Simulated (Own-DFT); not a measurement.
# One host, several defects: C40 NbSi2

Everything here is calculated. The program is Own-DFT (plane waves, in-house, since retired, never reviewed by a person); positions were held fixed, and spin and spin-orbit coupling were off.

Common settings: PBE; PseudoDojo norm-conserving scalar-relativistic files; cutoff 42 hartree; 4 x 4 x 5 k mesh centred on Gamma; cold (Marzari-Vanderbilt) smearing of 0.2 eV.

Known weak points: forces on such cells failed a check on a denser k mesh; stress not checked against mesh or cutoff.

All runs share one cell, with vectors in Å (0.000, 8.324, 0.000); (-9.613, 0.000, 0.000); (0.000, 0.000, 6.586) and a volume of 527.0 Å³. u is the rms random offset of the atoms per axis. The defect's site can differ from row to row.

```
                    cell   formula   u (Å)  P (GPa)
               no defect  Nb12Si24  0.0186     1.45
               no defect  Nb12Si24  0.0226     1.57
               no defect  Nb12Si24  0.0537     2.89
two Si on a Nb site each  Nb10Si26  0.0284     1.62
two Si on a Nb site each  Nb10Si26  0.0295     1.78
two Si on a Nb site each  Nb10Si26  0.0472     2.58
          one Si vacancy  Nb12Si23  0.0313        ?
          one Si vacancy  Nb12Si23  0.0328     1.17
          one Si vacancy  Nb12Si23  0.0473     1.43
          one Si vacancy  Nb12Si23  0.0493     1.91
        two Nb vacancies  Nb10Si24  0.0290    -0.20
        two Nb vacancies  Nb10Si24  0.0348    -0.21
        two Nb vacancies  Nb10Si24  0.0516     0.91
two Nb on a Si site each  Nb14Si22  0.0289     7.58
two Nb on a Si site each  Nb14Si22  0.0307     7.66
two Nb on a Si site each  Nb14Si22  0.0499     8.31
```

## What the rows give

P = P0 + c u² + a shift for each defect gives P0 = 1.28 GPa, c = 553 ± 47 GPa/Å² and a scatter of 0.15 GPa. The shifts, and each times the cell's volume:

- two Nb on a Si site each: 5.78 ± 0.12 GPa, 19.0 eV (9.5 eV for each of its 2 sites)
- two Si on a Nb site each: -0.01 ± 0.12 GPa, 0.0 eV (0.0 eV for each of its 2 sites) (not resolved)
- one Si vacancy: -0.84 ± 0.12 GPa, -2.7 eV
- two Nb vacancies: -1.98 ± 0.12 GPa, -6.5 eV (-3.3 eV for each of its 2 sites)

Positive is outwards. The product with the volume (160.2 GPa Å³ to the eV) is nearly free of the cell's size; divided by the bulk modulus at the cell's pressure it gives the volume that the defect adds. The atoms around the defects weren't relaxed, which would change these numbers.

## Prediction

Question: what pressure belongs in the blank (one Si vacancy, u = 0.0313 Å)?

The fitted form gives 0.99 ± 0.18 GPa. The calculation gave 1.09 GPa.
